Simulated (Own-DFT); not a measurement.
InAs (zincblende, strongly disordered by large displacements), GaP (zincblende, strongly disordered by large displacements) (calculated)

A calculation, not a measurement: plane-wave PBE density functional theory by an unreviewed code, no spin, of a simulated periodic cell, stress positive in tension, free energy of the whole cell less one offset for each atom, forces on such cells passed a denser k mesh, this cell's mesh not checked; broken bonds can close the gap or carry spin, so checks made on this kind of crystal may not hold here; offsets are fitted by least squares, one for each functional and potential file, so energies compare only between cells with the same atoms and settings and are not formation energies; the far tail of each file's local potential was reset to the Coulomb form; each entry is a single point on an unrelaxed cell, so the pressure reflects the starting lattice, mostly measured values (interpolated for alloys), from which strain is counted, and rises with the displacements; printed positions are rounded, which can move forces by about a meV/angstrom; the program, named Own-DFT, is a retired in-house code; no spin-orbit coupling. Program: Own-DFT development build.

Common to all runs: functional PBE; potential files PseudoDojo norm-conserving, scalar-relativistic, standard set; wave cutoff 42 hartree; occupations Fermi-Dirac; smearing width 0.1 eV; k mesh 3 x 3 x 3 centred on Gamma.

(1) 
```cif
# cell vector a (Å): 12.1166 0.0000 0.0000
# cell vector b (Å): 0.0000 12.1166 0.0000
# cell vector c (Å): 0.0000 0.0000 12.1166
data_InAs
_symmetry_space_group_name_H-M 'P 1'
_symmetry_Int_Tables_number 1
_cell_length_a 12.1166
_cell_length_b 12.1166
_cell_length_c 12.1166
_cell_angle_alpha 90.000
_cell_angle_beta 90.000
_cell_angle_gamma 90.000
_cell_volume 1778.86
loop_
_atom_site_label
_atom_site_type_symbol
_atom_site_fract_x
_atom_site_fract_y
_atom_site_fract_z
_atom_site_occupancy
In1 In 0.99898 0.98415 0.00021 1
In2 In 0.97294 0.23290 0.25770 1
In3 In 0.23971 0.99639 0.24317 1
In4 In 0.27028 0.24235 0.00098 1
As1 As 0.13128 0.14067 0.12566 1
As2 As 0.14034 0.34907 0.37397 1
As3 As 0.38720 0.13528 0.37194 1
As4 As 0.34746 0.40805 0.12003 1
In5 In 0.99604 0.02621 0.50561 1
In6 In 0.99157 0.25704 0.73924 1
In7 In 0.25024 0.98201 0.73283 1
In8 In 0.25858 0.24295 0.50309 1
As5 As 0.15032 0.13264 0.60750 1
As6 As 0.14954 0.35717 0.86366 1
As7 As 0.37556 0.12489 0.91234 1
As8 As 0.36681 0.39693 0.63039 1
In9 In 0.99266 0.52553 0.00685 1
In10 In 0.99149 0.74820 0.26788 1
In11 In 0.23531 0.46678 0.26509 1
In12 In 0.28747 0.74702 0.02003 1
As9 As 0.13636 0.63821 0.13694 1
As10 As 0.11961 0.83286 0.37685 1
As11 As 0.39374 0.58099 0.38733 1
As12 As 0.36523 0.87780 0.12543 1
In13 In 0.98732 0.47697 0.49032 1
In14 In 0.01732 0.74131 0.74556 1
In15 In 0.23833 0.45471 0.74232 1
In16 In 0.25728 0.76885 0.51359 1
As13 As 0.12891 0.61228 0.60296 1
As14 As 0.12558 0.84304 0.89105 1
As15 As 0.38516 0.61680 0.84572 1
As16 As 0.35663 0.88220 0.62168 1
In17 In 0.48071 0.99286 0.00714 1
In18 In 0.48798 0.26432 0.24041 1
In19 In 0.73056 0.00109 0.26081 1
In20 In 0.77579 0.21691 0.02208 1
As17 As 0.65345 0.13498 0.14950 1
As18 As 0.64809 0.40124 0.37631 1
As19 As 0.85928 0.11831 0.36850 1
As20 As 0.88413 0.36344 0.11424 1
In21 In 0.50169 0.00122 0.48108 1
In22 In 0.48167 0.25762 0.73860 1
In23 In 0.73073 0.99461 0.74436 1
In24 In 0.74907 0.22999 0.51195 1
As21 As 0.64356 0.12900 0.62227 1
As22 As 0.61408 0.40249 0.89314 1
As23 As 0.87978 0.12088 0.87120 1
As24 As 0.88585 0.36549 0.61037 1
In25 In 0.51089 0.49541 0.00496 1
In26 In 0.49225 0.76813 0.25792 1
In27 In 0.73082 0.50222 0.24351 1
In28 In 0.75422 0.75954 0.00177 1
As25 As 0.58950 0.64754 0.13067 1
As26 As 0.62014 0.86311 0.35859 1
As27 As 0.88524 0.64113 0.36934 1
As28 As 0.87085 0.86219 0.13136 1
In29 In 0.50229 0.51717 0.51708 1
In30 In 0.52446 0.76245 0.72373 1
In31 In 0.75463 0.49908 0.74767 1
In32 In 0.73951 0.74665 0.52983 1
As29 As 0.64803 0.60594 0.63259 1
As30 As 0.60840 0.87374 0.87090 1
As31 As 0.87113 0.63288 0.85146 1
As32 As 0.85706 0.89621 0.64483 1
_calc_hardware 'one NVIDIA H200'
_calc_free_energy_of_cell_above_offsets '-1.151'  # eV
_calc_pressure 8.98  # GPa
_calc_stress_xx -8.91  # GPa
_calc_stress_yy -8.13  # GPa
_calc_stress_zz -9.91  # GPa
_calc_stress_yz 1.21  # GPa
_calc_stress_xz 2.16  # GPa
_calc_stress_xy -1.14  # GPa
_calc_wall_time 1135  # s
```

Force:
```tsv
element	x (eV/Å)	y (eV/Å)	z (eV/Å)
In	0.573	0.601	0.152
In	2.566	1.651	-1.377
In	-0.804	0.321	1.426
In	-3.358	4.04	2.756
As	-1.424	-1.082	0.174
As	-4.266	-1.89	1.845
As	-0.927	-0.631	-0.678
As	2.681	-1.942	-2.145
In	0.098	-1.714	-0.213
In	2.043	-1.28	1.645
In	-3.505	2.902	4.755
In	3.225	2.453	-1.586
As	-3.264	-2.454	3.489
As	-4.71	-2.752	4.542
As	2.177	-2.135	-6.039
As	4.278	-2.864	-4.513
In	0.773	-0.487	-0.393
In	1.14	1.042	-5.391
In	0.381	4.536	-0.413
In	-2.146	-4.241	-4.141
As	-0.301	-0.91	0.217
As	2.313	4.548	1.564
As	-4.163	4.196	-4.609
As	1.612	2.267	3.326
In	2.266	2.623	-2.375
In	-0.188	-0.038	-1.278
In	-1.304	6.911	-0.12
In	-1.67	-4.53	-2.631
As	-0.136	-0.281	0.807
As	1.079	1.335	-0.182
As	-0.234	0.447	0.81
As	6.971	-0.044	-0.896
In	3.191	-0.402	0.501
In	1.016	1.266	-0.174
In	1.788	-2.642	-0.013
In	0.019	1.428	-2.297
As	-4.404	0.905	-1.136
As	-2.841	-3.796	3.657
As	0.022	-0.907	1.897
As	-0.022	2.144	0.825
In	0.508	-0.221	0.937
In	1.162	-0.461	1.442
In	-1.181	1.597	3.487
In	2.309	3.938	-3.749
As	-5.323	-1.816	2.331
As	4.59	-5.389	-4.799
As	0.013	-0.844	-0.88
As	-3.043	-0.327	1.286
In	-4.439	4.179	3.192
In	-3.495	-2.257	-0.37
In	2.617	2.879	-3.176
In	-1.511	-1.358	-0.96
As	2.509	-1.196	-1.346
As	2.046	0.857	4.055
As	-4.588	-4.477	3.568
As	0.39	1.77	0.914
In	3.408	-2.535	2.679
In	-1.877	-1.445	0.133
In	1.453	-3.097	2.25
In	2.01	1.766	-2.424
As	-2.865	1.421	-1.001
As	0.793	0.86	1.454
As	0.256	0.223	1.835
As	3.712	-2.66	-2.65
```

(2) 
```cif
# cell vector a (Å): 10.9010 0.0000 0.0000
# cell vector b (Å): 0.0000 10.9010 0.0000
# cell vector c (Å): 0.0000 0.0000 10.9010
data_GaP
_symmetry_space_group_name_H-M 'P 1'
_symmetry_Int_Tables_number 1
_cell_length_a 10.9010
_cell_length_b 10.9010
_cell_length_c 10.9010
_cell_angle_alpha 90.000
_cell_angle_beta 90.000
_cell_angle_gamma 90.000
_cell_volume 1295.39
loop_
_atom_site_label
_atom_site_type_symbol
_atom_site_fract_x
_atom_site_fract_y
_atom_site_fract_z
_atom_site_occupancy
Ga1 Ga 0.90949 0.00333 0.94146 1
Ga2 Ga 0.03027 0.24187 0.26828 1
Ga3 Ga 0.18984 0.98549 0.23224 1
Ga4 Ga 0.23727 0.21892 0.02469 1
P1 P 0.10916 0.12688 0.14714 1
P2 P 0.13651 0.35344 0.36437 1
P3 P 0.33217 0.11815 0.33992 1
P4 P 0.41295 0.35235 0.09208 1
Ga5 Ga 0.00589 0.93143 0.51459 1
Ga6 Ga 0.02748 0.23588 0.74068 1
Ga7 Ga 0.20922 0.02282 0.76045 1
Ga8 Ga 0.21639 0.24923 0.49284 1
P5 P 0.11445 0.11333 0.63659 1
P6 P 0.14337 0.39686 0.88246 1
P7 P 0.33058 0.12547 0.90043 1
P8 P 0.36238 0.36278 0.64215 1
Ga9 Ga 0.05390 0.53377 0.00617 1
Ga10 Ga 0.95532 0.68771 0.23617 1
Ga11 Ga 0.26623 0.46287 0.26825 1
Ga12 Ga 0.26712 0.74471 0.01001 1
P9 P 0.10866 0.67069 0.11571 1
P10 P 0.10532 0.81321 0.41517 1
P11 P 0.42026 0.63968 0.40730 1
P12 P 0.36190 0.86203 0.12497 1
Ga13 Ga 0.98041 0.44539 0.47309 1
Ga14 Ga 0.97030 0.70369 0.72125 1
Ga15 Ga 0.24613 0.46733 0.75128 1
Ga16 Ga 0.25618 0.76964 0.54680 1
P13 P 0.13488 0.61695 0.61709 1
P14 P 0.09492 0.86277 0.91960 1
P15 P 0.30613 0.60975 0.84950 1
P16 P 0.36666 0.87575 0.64817 1
Ga17 Ga 0.46733 0.96165 0.01226 1
Ga18 Ga 0.47921 0.27077 0.24274 1
Ga19 Ga 0.76665 0.98276 0.23372 1
Ga20 Ga 0.70762 0.21959 0.03911 1
P17 P 0.58744 0.14071 0.15345 1
P18 P 0.60217 0.43084 0.42487 1
P19 P 0.82311 0.10105 0.36147 1
P20 P 0.84855 0.35275 0.12090 1
Ga21 Ga 0.54111 0.02830 0.55255 1
Ga22 Ga 0.48048 0.26452 0.74285 1
Ga23 Ga 0.77825 0.04623 0.75632 1
Ga24 Ga 0.73824 0.22820 0.50440 1
P21 P 0.63069 0.12428 0.67968 1
P22 P 0.58801 0.38775 0.92027 1
P23 P 0.88659 0.16243 0.85076 1
P24 P 0.85640 0.35035 0.58963 1
Ga25 Ga 0.48222 0.51991 0.99162 1
Ga26 Ga 0.50012 0.77354 0.26770 1
Ga27 Ga 0.73164 0.47690 0.26166 1
Ga28 Ga 0.76221 0.77707 0.99890 1
P25 P 0.59225 0.59996 0.16808 1
P26 P 0.62934 0.89628 0.44903 1
P27 P 0.84660 0.66836 0.38296 1
P28 P 0.91828 0.89470 0.18152 1
Ga29 Ga 0.44810 0.51555 0.53982 1
Ga30 Ga 0.48066 0.73174 0.77164 1
Ga31 Ga 0.70667 0.49503 0.74715 1
Ga32 Ga 0.73932 0.75929 0.50048 1
P29 P 0.61019 0.60953 0.64074 1
P30 P 0.62924 0.91563 0.87606 1
P31 P 0.85307 0.62383 0.95409 1
P32 P 0.85937 0.91045 0.62054 1
_calc_hardware 'one NVIDIA H100'
_calc_free_energy_of_cell_above_offsets '27.091'  # eV
_calc_pressure 15.69  # GPa
_calc_stress_xx -14.81  # GPa
_calc_stress_yy -16.52  # GPa
_calc_stress_zz -15.75  # GPa
_calc_stress_yz -1.25  # GPa
_calc_stress_xz 1.61  # GPa
_calc_stress_xy 2.3  # GPa
_calc_wall_time 578.1  # s
```

Force:
```tsv
element	x (eV/Å)	y (eV/Å)	z (eV/Å)
Ga	2.751	-5.489	4.404
Ga	-7.54	-1.175	-0.731
Ga	2.727	-4.705	3.241
Ga	-1.541	4.571	2.554
P	-1.997	0.068	-5.625
P	-1.447	5.381	1.334
P	1.278	0.693	1.777
P	-4.419	2.09	-2.585
Ga	1.432	4.527	-0.591
Ga	-1.215	5.982	1.428
Ga	3.718	-5.016	4.858
Ga	3.636	-4.217	3.678
P	-0.611	-0.367	-8.27
P	-4.204	-4.936	3.986
P	4.603	-3.387	-4.679
P	-2.421	-0.251	-5.155
Ga	-2.901	-3.132	-2.586
Ga	1.092	1.568	-2.005
Ga	3.028	2.978	-2.291
Ga	-1.558	-1.276	-2.891
P	2.642	0.92	3.193
P	2.372	-1.463	-4.554
P	-3.816	2.549	-3.076
P	-1.239	-0.282	5.646
Ga	1.04	3.101	-0.628
Ga	-0.489	1.093	1.66
Ga	-1	0.457	-5.108
Ga	-1.041	-2.711	-3.01
P	-0.887	-2.264	-0.202
P	-0.181	0.909	-2.065
P	4.504	5.251	4.072
P	3.219	4.142	3.058
Ga	3.149	4.858	-3.335
Ga	0.124	-0.063	6.981
Ga	-6.451	-0.293	-1.414
Ga	3.115	2.951	-3.44
P	-0.812	-7.03	0.76
P	0.998	-3.546	-1.155
P	3.517	3.972	4.201
P	1.902	0.976	1.277
Ga	-5.648	-1.647	-2.324
Ga	3.281	-2.763	5.108
Ga	0.154	-4.888	-0.632
Ga	-3.015	-1.058	-1.808
P	-2.439	5.948	0.141
P	3.958	-4.673	-4.378
P	-0.718	6.11	3.117
P	1.355	1.628	4.597
Ga	-3.008	5.069	1.743
Ga	1.189	0.32	0.418
Ga	0.654	0.018	0.338
Ga	-2.575	4.191	1.488
P	-0.397	2.006	-1.622
P	-2.35	1.097	-5.75
P	0.575	-5.815	0.072
P	2.753	-1.694	-3.228
Ga	1.2	-2.173	2.415
Ga	0.134	0.793	-0.107
Ga	3.266	-3.71	3.949
Ga	-0.256	-1.213	5.134
P	-1.749	4.389	-2.341
P	0.03	-1.858	0.796
P	1.996	-4.737	-2.993
P	-3.464	-2.773	3.157
```

(3) 
```cif
# cell vector a (Å): 12.1166 0.0000 0.0000
# cell vector b (Å): 0.0000 12.1166 0.0000
# cell vector c (Å): 0.0000 0.0000 12.1166
data_InAs
_symmetry_space_group_name_H-M 'P 1'
_symmetry_Int_Tables_number 1
_cell_length_a 12.1166
_cell_length_b 12.1166
_cell_length_c 12.1166
_cell_angle_alpha 90.000
_cell_angle_beta 90.000
_cell_angle_gamma 90.000
_cell_volume 1778.86
loop_
_atom_site_label
_atom_site_type_symbol
_atom_site_fract_x
_atom_site_fract_y
_atom_site_fract_z
_atom_site_occupancy
In1 In 0.96756 0.00170 0.99369 1
In2 In 0.01890 0.22372 0.21902 1
In3 In 0.24972 0.00928 0.23610 1
In4 In 0.28614 0.22690 0.01152 1
As1 As 0.12706 0.13890 0.12338 1
As2 As 0.11941 0.37969 0.38322 1
As3 As 0.37887 0.09828 0.34747 1
As4 As 0.37914 0.39297 0.12697 1
In5 In 0.99271 0.03485 0.50811 1
In6 In 0.00305 0.26254 0.76429 1
In7 In 0.26137 0.00876 0.75963 1
In8 In 0.24013 0.26002 0.51227 1
As5 As 0.12604 0.12395 0.63770 1
As6 As 0.12751 0.37421 0.88298 1
As7 As 0.39010 0.14351 0.86753 1
As8 As 0.39509 0.39183 0.60146 1
In9 In 0.97698 0.50437 0.01198 1
In10 In 0.01996 0.75115 0.26042 1
In11 In 0.23564 0.49743 0.27527 1
In12 In 0.25534 0.72519 0.98996 1
As9 As 0.12248 0.64644 0.13502 1
As10 As 0.12323 0.86576 0.39306 1
As11 As 0.36765 0.62612 0.36411 1
As12 As 0.39263 0.89340 0.11547 1
In13 In 0.00286 0.48886 0.49121 1
In14 In 0.98070 0.74521 0.75014 1
In15 In 0.24392 0.51304 0.73428 1
In16 In 0.25769 0.76119 0.48219 1
As13 As 0.12009 0.61223 0.61940 1
As14 As 0.13004 0.87825 0.86915 1
As15 As 0.38966 0.63499 0.86578 1
As16 As 0.37326 0.90417 0.62250 1
In17 In 0.51215 0.00297 0.01119 1
In18 In 0.49421 0.24151 0.25513 1
In19 In 0.74240 0.01752 0.22655 1
In20 In 0.74162 0.25391 0.98329 1
As17 As 0.63857 0.12920 0.11472 1
As18 As 0.60574 0.34751 0.35604 1
As19 As 0.88976 0.12607 0.37004 1
As20 As 0.86029 0.38933 0.09631 1
In21 In 0.50812 0.01415 0.52139 1
In22 In 0.51285 0.24658 0.75195 1
In23 In 0.71804 0.03434 0.74742 1
In24 In 0.73137 0.23436 0.51967 1
As21 As 0.61600 0.13682 0.63297 1
As22 As 0.62104 0.38292 0.84378 1
As23 As 0.87985 0.15743 0.85825 1
As24 As 0.88912 0.37832 0.62308 1
In25 In 0.50505 0.49984 0.02114 1
In26 In 0.48771 0.76646 0.20990 1
In27 In 0.72785 0.50090 0.24706 1
In28 In 0.73980 0.75959 0.99479 1
As25 As 0.61398 0.61481 0.12536 1
As26 As 0.64193 0.86606 0.39421 1
As27 As 0.88224 0.64687 0.34121 1
As28 As 0.88120 0.87307 0.09149 1
In29 In 0.48004 0.49828 0.49881 1
In30 In 0.48861 0.72035 0.73062 1
In31 In 0.75543 0.51125 0.74358 1
In32 In 0.76418 0.75249 0.48403 1
As29 As 0.61236 0.62711 0.60605 1
As30 As 0.61048 0.88139 0.87089 1
As31 As 0.86089 0.61674 0.88544 1
As32 As 0.87580 0.89579 0.61578 1
_calc_hardware 'one NVIDIA H200'
_calc_free_energy_of_cell_above_offsets '-2.648'  # eV
_calc_pressure 9.05  # GPa
_calc_stress_xx -9.73  # GPa
_calc_stress_yy -8.61  # GPa
_calc_stress_zz -8.8  # GPa
_calc_stress_yz 1.6  # GPa
_calc_stress_xz 1.76  # GPa
_calc_stress_xy -1.66  # GPa
_calc_wall_time 1174  # s
```

Force:
```tsv
element	x (eV/Å)	y (eV/Å)	z (eV/Å)
In	3.319	3.502	-3.51
In	-8.24	7.453	7.505
In	-2.148	-2.599	-0.382
In	-1.635	2.714	0.851
As	6.87	-6.649	-7.53
As	0.086	-3.443	-1.807
As	1.499	1.784	3.532
As	-1.932	-2.105	1.517
In	1.446	-2.192	0.565
In	2.693	1.79	-2.614
In	-0.724	-0.126	0.509
In	0.927	-0.541	-0.293
As	0.415	1.133	0.385
As	1.27	1.052	0.943
As	0.038	-2.636	0.25
As	-5.882	-7.207	7.306
In	4.904	2.314	-1.816
In	-0.009	3.222	-0.772
In	0.499	0.87	-2.262
In	-0.722	2.084	0.234
As	1.338	-3.159	-2.047
As	-1.468	3.773	-1.265
As	1.647	1.083	-0.274
As	-5.177	0.824	-1.332
In	-1.825	2.528	0.403
In	0.745	0.515	-0.295
In	1.556	-1.946	1.941
In	1.518	-1.4	2.385
As	-1.168	2.724	-1.164
As	-0.578	-0.356	0.73
As	-1.665	-3.287	2.361
As	-0.213	-2.774	0.104
In	0.931	1.456	-2.346
In	-2.582	-2.016	-3.558
In	2.732	-3.458	3.181
In	-0.154	1.016	-0.681
As	-2.326	2.718	-1.1
As	3.785	3.752	4.063
As	-2.259	1.412	-1.976
As	-2.539	-3.484	4.008
In	-0.301	-1.559	-3.239
In	-2.225	2.664	-0.465
In	4.281	-4.133	3.449
In	3.467	3.19	-3.495
As	-2.235	0.179	-1.925
As	0.569	1.225	2.71
As	-2.976	-3.818	1.94
As	-1.943	-0.556	0.045
In	-0.648	-1.169	-4.484
In	2.563	-3.25	4.25
In	1.686	-1.174	0.958
In	-0.852	-0.664	-0.426
As	1.766	3.784	0.541
As	-3.476	3.33	-3.218
As	-2.669	-3.559	2.12
As	-1.791	-2.677	4.776
In	5.311	5.689	-6.955
In	0.991	4.215	-1.507
In	-0.364	-0.367	-1.443
In	2.107	-1.537	2.171
As	2.523	-0.641	-0.875
As	0.222	-0.524	-1.168
As	0.059	1.713	-0.679
As	-1.037	-0.703	1.174
```

(4) 
```cif
# cell vector a (Å): 10.9010 0.0000 0.0000
# cell vector b (Å): 0.0000 10.9010 0.0000
# cell vector c (Å): 0.0000 0.0000 10.9010
data_GaP
_symmetry_space_group_name_H-M 'P 1'
_symmetry_Int_Tables_number 1
_cell_length_a 10.9010
_cell_length_b 10.9010
_cell_length_c 10.9010
_cell_angle_alpha 90.000
_cell_angle_beta 90.000
_cell_angle_gamma 90.000
_cell_volume 1295.39
loop_
_atom_site_label
_atom_site_type_symbol
_atom_site_fract_x
_atom_site_fract_y
_atom_site_fract_z
_atom_site_occupancy
Ga1 Ga 0.03998 0.98510 0.02455 1
Ga2 Ga 0.99812 0.27253 0.22724 1
Ga3 Ga 0.24866 0.98222 0.23224 1
Ga4 Ga 0.26848 0.26054 0.00176 1
P1 P 0.14315 0.12257 0.12969 1
P2 P 0.09499 0.38185 0.35844 1
P3 P 0.34644 0.14168 0.36494 1
P4 P 0.40447 0.36362 0.11350 1
Ga5 Ga 0.99552 0.99043 0.49228 1
Ga6 Ga 0.99579 0.24843 0.73482 1
Ga7 Ga 0.25047 0.00161 0.77375 1
Ga8 Ga 0.27686 0.26831 0.48170 1
P5 P 0.11803 0.13292 0.65117 1
P6 P 0.11915 0.36514 0.89998 1
P7 P 0.38823 0.15025 0.86644 1
P8 P 0.37170 0.40788 0.62703 1
Ga9 Ga 0.00127 0.51669 0.00094 1
Ga10 Ga 0.01021 0.74141 0.23267 1
Ga11 Ga 0.21916 0.50247 0.25365 1
Ga12 Ga 0.23692 0.73816 0.99231 1
P9 P 0.10273 0.62628 0.11999 1
P10 P 0.13241 0.88772 0.39159 1
P11 P 0.33973 0.61604 0.35648 1
P12 P 0.35443 0.88285 0.11502 1
Ga13 Ga 0.00105 0.48597 0.47541 1
Ga14 Ga 0.98573 0.72322 0.78956 1
Ga15 Ga 0.23869 0.50101 0.79241 1
Ga16 Ga 0.25225 0.75565 0.48173 1
P13 P 0.11409 0.65933 0.60450 1
P14 P 0.10588 0.87285 0.87567 1
P15 P 0.35835 0.63237 0.87553 1
P16 P 0.34384 0.88884 0.62214 1
Ga17 Ga 0.49138 0.01931 0.01238 1
Ga18 Ga 0.51556 0.24190 0.24543 1
Ga19 Ga 0.72322 0.01040 0.24304 1
Ga20 Ga 0.74492 0.24286 0.01269 1
P17 P 0.62338 0.15854 0.12129 1
P18 P 0.61366 0.40261 0.35151 1
P19 P 0.84969 0.10950 0.40197 1
P20 P 0.86053 0.36990 0.09560 1
Ga21 Ga 0.49223 0.98707 0.50422 1
Ga22 Ga 0.51277 0.23572 0.75830 1
Ga23 Ga 0.75926 0.98574 0.77344 1
Ga24 Ga 0.76412 0.22631 0.51700 1
P21 P 0.67609 0.10803 0.63000 1
P22 P 0.62444 0.35812 0.87674 1
P23 P 0.85854 0.14043 0.85192 1
P24 P 0.89511 0.38294 0.60675 1
Ga25 Ga 0.48991 0.49525 0.97940 1
Ga26 Ga 0.51902 0.73399 0.25775 1
Ga27 Ga 0.72553 0.51857 0.23876 1
Ga28 Ga 0.74741 0.76335 0.00179 1
P25 P 0.60579 0.62560 0.13433 1
P26 P 0.63851 0.89480 0.38439 1
P27 P 0.90205 0.61506 0.38572 1
P28 P 0.84938 0.86692 0.11748 1
Ga29 Ga 0.49382 0.50597 0.50882 1
Ga30 Ga 0.49692 0.73769 0.77503 1
Ga31 Ga 0.75576 0.50549 0.74034 1
Ga32 Ga 0.77209 0.72653 0.49110 1
P29 P 0.62601 0.61422 0.62766 1
P30 P 0.64186 0.88027 0.87144 1
P31 P 0.86181 0.60522 0.85573 1
P32 P 0.83648 0.88247 0.61075 1
_calc_hardware 'one NVIDIA H100'
_calc_free_energy_of_cell_above_offsets '-1.972'  # eV
_calc_pressure 10.39  # GPa
_calc_stress_xx -9.45  # GPa
_calc_stress_yy -10.93  # GPa
_calc_stress_zz -10.79  # GPa
_calc_stress_yz -1.94  # GPa
_calc_stress_xz 2.71  # GPa
_calc_stress_xy -0.53  # GPa
_calc_wall_time 597.7  # s
```

Force:
```tsv
element	x (eV/Å)	y (eV/Å)	z (eV/Å)
Ga	-3.29	0.641	0.143
Ga	-1.652	-2.645	-0.816
Ga	-1.937	2.149	4.195
Ga	-0.585	-0.78	0.286
P	-0.839	2.368	-0.148
P	4.711	-3.357	-1.011
P	3.896	-3.728	-2.742
P	-2.203	1.437	1.333
Ga	-1.05	1.11	2.629
Ga	-1.69	2.514	2.061
Ga	-0.571	1.074	-0.667
Ga	-2.852	2.97	3.792
P	3.118	-2.771	-3.376
P	-0.765	0.493	-1.058
P	-3.442	-3.886	2.499
P	-1.455	-2.774	1.63
Ga	-2.565	-3.09	-2.166
Ga	-3.262	3.909	4.073
Ga	0.484	-1.309	-2.29
Ga	-0.928	2.008	1.246
P	4.422	-0.846	-1.078
P	-0.44	-0.458	-3.765
P	3.72	1.787	1.512
P	3.659	-3.061	-2.153
Ga	0.799	1.851	5.319
Ga	3.231	3.713	-4.667
Ga	-1.409	-1.117	-3.459
Ga	0.46	-0.558	1.249
P	-1.002	-2.28	2.076
P	1.372	-1.156	-0.737
P	1.844	-0.509	1.045
P	2.191	-1.193	0.571
Ga	0.376	-0.401	-0.963
Ga	-3.49	2.665	4.314
Ga	1.553	0.502	-0.603
Ga	2.036	0.286	-5.385
P	-0.528	-6.432	0.213
P	-0.828	-2.394	3.038
P	3.119	-1.614	-5.787
P	2.047	3.4	2.703
Ga	0.085	1.669	0.43
Ga	2.855	1.771	-4.697
Ga	2.455	1.255	-2.251
Ga	-0.144	6.648	-0.132
P	-6.32	-1.259	2.092
P	1.01	2.524	-0.365
P	1.172	0.193	2.732
P	-2.312	-0.902	1.85
Ga	0.915	0.231	0.397
Ga	-3.299	3.719	3.272
Ga	4.455	-1.296	0.793
Ga	-2.235	-3.927	-2.043
P	0.971	-0.305	-6.357
P	-1.617	-3.316	-0.18
P	-3.122	2.916	-4.714
P	4.384	3.142	3.579
Ga	0.63	0.441	-2.518
Ga	1.324	1.915	-2.535
Ga	-2.038	-4.617	-2.35
Ga	-1.721	1.032	1.136
P	-0.599	2.048	-0.488
P	-5.239	-2.02	2.624
P	-0.522	0.389	6.177
P	2.659	-0.772	0.494
```
